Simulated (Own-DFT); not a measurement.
# Biaxial strain at fixed height in wurtzite AlGaN with randomly placed atoms, 128 atoms (Al48Ga16N64)

Source: density functional calculations with Own-DFT, an unreviewed in-house program that is no longer used. Nothing was measured or relaxed, and spin and spin-orbit coupling are left out.

Method: PBE; PseudoDojo norm-conserving scalar-relativistic files (stringent for Ga); cutoff 96 hartree; 3 x 3 x 3 k mesh centred on Gamma; Gaussian smearing of 0.01 eV.

Known weak points: k mesh not checked against a denser one; stress not checked against mesh or cutoff.

Unstrained cell vectors in Å: (12.525, 0.000, 0.000); (-6.262, 10.847, 0.000); (0.000, 0.000, 10.066). The unstrained cell has measured lattice constants (interpolated for alloys), not those of this functional. That, the random moves and any unrelaxed bonds set the pressure at no strain. Each run strains x and y alike by e, as a substrate would, and holds the height along z. Each coordinate of each atom was shifted by a normal deviate of width 0.05 Å. The random placing of the alloy's atoms differs from row to row. Stress is positive in tension.

```
e (%),u (Å),(s_xx + s_yy)/2 (GPa),s_zz (GPa)
-2.50,0.049,-22.79,-10.51
-2.25,0.050,-20.02,-11.28
-1.50,0.050,-15.84,-8.97
-0.75,0.049,-11.11,-7.28
-0.25,0.049,-8.11,-5.89
0.50,0.050,-3.50,-6.11
0.75,0.047,-2.14,-5.73
1.75,0.049,?,?
2.50,0.048,6.89,-3.22
3.00,0.047,8.30,-1.27
```

## Working it out

With e as a fraction, the in-plane stress is -6.4 + 578 e - 2460 e² GPa (errors 8 and 458, scatter 0.42), and s_zz is -6.6 + 164 e GPa (slope ± 13, scatter 0.71). At e = 0 the first slope is C11 + C12 and the second 2 C13, both with the ions held to the strained lattice and at the cell's own pressure. The term in e² is negative: the layer stiffens under compression and softens under tension. A free layer would change its height as e changes, and the in-plane slope would drop by 2 C13²/C33 to the biaxial modulus. At fixed height, a misfit of 1 % moves the in-plane stress by about 5.8 GPa and s_zz by 1.6 GPa.

## Check

Question: what are the two stresses at e = 1.75 %?

Estimate: 2.9 and -3.7 GPa. DFT gave 3.16 and -4.95 GPa.
